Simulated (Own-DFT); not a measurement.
Simulation results for AlGa₃N₄ (wurtzite random alloy, strained, atoms displaced)

Computed with Own-DFT development build. A calculation, not a measurement: plane-wave PBE density functional theory by an unreviewed code, no spin, of a simulated periodic cell, stress positive in tension, free energy of the whole cell less one offset for each atom, forces on such cells passed a denser k mesh, this cell's mesh not checked; offsets are fitted by least squares, one for each functional and potential file, so energies compare only between cells with the same atoms and settings and are not formation energies; the far tail of each file's local potential was reset to the Coulomb form; each entry is a single point on an unrelaxed cell, so the pressure reflects the starting lattice, mostly measured values, from which strain is counted, and rises with the displacements; printed positions are rounded, which can move forces by about a meV/angstrom; the program is a retired in-house code; no spin-orbit coupling.

### AlGa₃N₄ (wurtzite random alloy, strained, atoms displaced)

```
CELL_PARAMETERS angstrom
9.24770 0.00000 0.00000
-4.62390 8.00880 0.00000
0.00000 0.00000 10.26850
ATOMIC_POSITIONS crystal
Ga 0.10867 0.22136 0.00404
Ga 0.23165 0.12115 0.24795
N 0.10900 0.21570 0.19456
N 0.22712 0.10591 0.44172
Al 0.11550 0.21872 0.50225
Ga 0.21788 0.11355 0.75250
N 0.11464 0.22598 0.69486
N 0.22879 0.10811 0.93961
Al 0.10383 0.56206 0.99262
Ga 0.21979 0.43893 0.24211
N 0.10677 0.55277 0.19235
N 0.22026 0.44490 0.43802
Ga 0.11430 0.55891 0.50015
Ga 0.21709 0.44230 0.75537
N 0.11148 0.55831 0.69466
N 0.22554 0.44972 0.93290
Ga 0.10560 0.89104 0.99610
Ga 0.22020 0.77588 0.25123
N 0.10241 0.89006 0.18956
N 0.20476 0.76522 0.44195
Ga 0.11230 0.88916 0.50402
Ga 0.21993 0.78635 0.74034
N 0.11244 0.89403 0.69583
N 0.21120 0.77431 0.94000
Al 0.44110 0.21786 0.99643
Ga 0.56218 0.12037 0.25780
N 0.43751 0.22374 0.18939
N 0.55800 0.11314 0.44468
Ga 0.43680 0.22754 0.49408
Ga 0.55870 0.11672 0.74840
N 0.44665 0.22656 0.69032
N 0.55493 0.11343 0.92905
Ga 0.44770 0.55270 0.00638
Ga 0.55124 0.43511 0.24448
N 0.44209 0.55844 0.19480
N 0.55976 0.45512 0.44466
Ga 0.43785 0.54947 0.50035
Ga 0.54762 0.43907 0.74699
N 0.43977 0.55673 0.69878
N 0.56272 0.44546 0.94770
Ga 0.43787 0.89109 0.00402
Al 0.55392 0.77548 0.23886
N 0.43767 0.89158 0.18787
N 0.56318 0.78828 0.44260
Al 0.43531 0.88385 0.49343
Al 0.54269 0.76396 0.74852
N 0.44837 0.89960 0.68707
N 0.56299 0.77748 0.93440
Ga 0.79044 0.22636 0.00281
Ga 0.88835 0.10771 0.24649
N 0.77836 0.22262 0.18823
N 0.89973 0.11647 0.43263
Al 0.77422 0.21917 0.49145
Ga 0.89021 0.11516 0.74955
N 0.77834 0.22388 0.68673
N 0.89514 0.12011 0.94317
Ga 0.78186 0.56080 0.99641
Ga 0.88841 0.44640 0.25032
N 0.79141 0.56000 0.19032
N 0.88908 0.44762 0.44084
Ga 0.78057 0.55844 0.49655
Ga 0.88136 0.44400 0.75167
N 0.78644 0.55785 0.68674
N 0.89257 0.43899 0.95025
Al 0.75773 0.87374 0.99452
Ga 0.88493 0.77437 0.25698
N 0.77692 0.89574 0.19047
N 0.88223 0.78867 0.43333
Al 0.77133 0.88038 0.49558
Ga 0.87921 0.77739 0.74363
N 0.77640 0.88786 0.68875
N 0.89572 0.77613 0.94985
```

| Quantity | Value |
| --- | --- |
| functional | PBE |
| potential files | PseudoDojo norm-conserving, scalar-relativistic, standard set with the stringent files for Ga |
| wave cutoff | 96 hartree |
| occupations | Gaussian |
| smearing width | 0.01 eV |
| k mesh | 4 x 4 x 3 centred on Gamma |
| free energy of cell above offsets | -4.075 eV |
| pressure | 20.91 GPa |
| stress xx | -26.2 GPa |
| stress yy | -26.87 GPa |
| stress zz | -9.67 GPa |
| stress yz | -1.07 GPa |
| stress xz | -1.01 GPa |
| stress xy | -1.22 GPa |

Force:
```
element  x (eV/Å)  y (eV/Å)  z (eV/Å)
     Ga     1.489     0.667    -0.071
     Ga    -1.819    -3.523      1.45
      N    -0.054     1.005    -1.641
      N    -2.587      0.54    -0.992
     Al    -0.985     0.479    -0.083
     Ga     1.479     0.257     0.664
      N    -0.583     -0.51    -2.571
      N    -1.205     1.508    -0.087
     Al     2.593    -0.555     1.714
     Ga    -1.234     0.551     1.627
      N      0.99     0.357    -2.139
      N     0.527    -1.609    -0.141
     Ga    -0.363    -2.954     1.686
     Ga    -0.306     0.778    -0.629
      N    -0.395    -0.162    -1.052
      N    -0.687     0.028     3.066
     Ga     1.861     0.502     2.217
     Ga    -1.551      0.06    -0.167
      N     1.462     0.571     0.056
      N     1.902     3.417    -1.033
     Ga     -1.45    -0.425     0.272
     Ga     2.112    -1.053     2.157
      N    -1.993     0.068    -1.757
      N     1.256     0.563    -0.908
     Al     1.338     0.704     0.447
     Ga    -0.366    -1.072    -0.663
      N     2.909    -0.483    -2.335
      N    -0.999    -0.843    -0.644
     Ga     2.883     0.684     2.121
     Ga     0.106     -0.22    -0.275
      N    -0.893    -1.092    -1.325
      N     0.156      0.24     2.538
     Ga    -0.966     0.184    -0.844
     Ga     0.883     3.288     1.298
      N     1.116    -0.092    -0.896
      N     0.097    -1.407    -1.822
     Ga    -0.492     2.046     0.776
     Ga     1.025      1.73     1.319
      N     0.498    -1.054     -2.06
      N    -1.053    -1.598    -1.216
     Ga     0.257    -0.044    -1.502
     Al    -0.372     1.715     2.128
      N     1.832     0.104     0.854
      N    -2.268    -1.453    -1.772
     Al     0.678     0.593     1.255
     Al    -0.017     3.775     0.354
      N     0.679    -2.412    -1.336
      N     -3.58    -1.376    -1.068
     Ga    -2.669    -1.491     0.448
     Ga    -0.458     0.901     1.293
      N    -0.212     0.043     0.243
      N    -0.946    -0.676     1.881
     Al     1.811      0.84     1.512
     Ga    -0.436     -0.55     0.566
      N     0.366     0.228    -1.591
      N     0.395    -3.544     -1.28
     Ga      1.17    -1.369     1.675
     Ga     1.058    -0.833     1.052
      N    -3.116    -0.668    -0.786
      N     0.199    -1.538    -0.421
     Ga     0.168     0.729     0.696
     Ga     2.015    -0.494     0.935
      N    -2.426     0.058    -0.337
      N    -1.477     1.599    -2.398
     Al     4.708     3.564     2.074
     Ga      -0.3     1.106    -1.782
      N     -0.76    -3.036    -2.249
      N     2.256    -1.215      2.07
     Al     -0.47     3.133     1.479
     Ga     1.698    -0.083     1.948
      N    -2.118     0.053     -1.17
      N    -4.366     0.766    -2.827
```
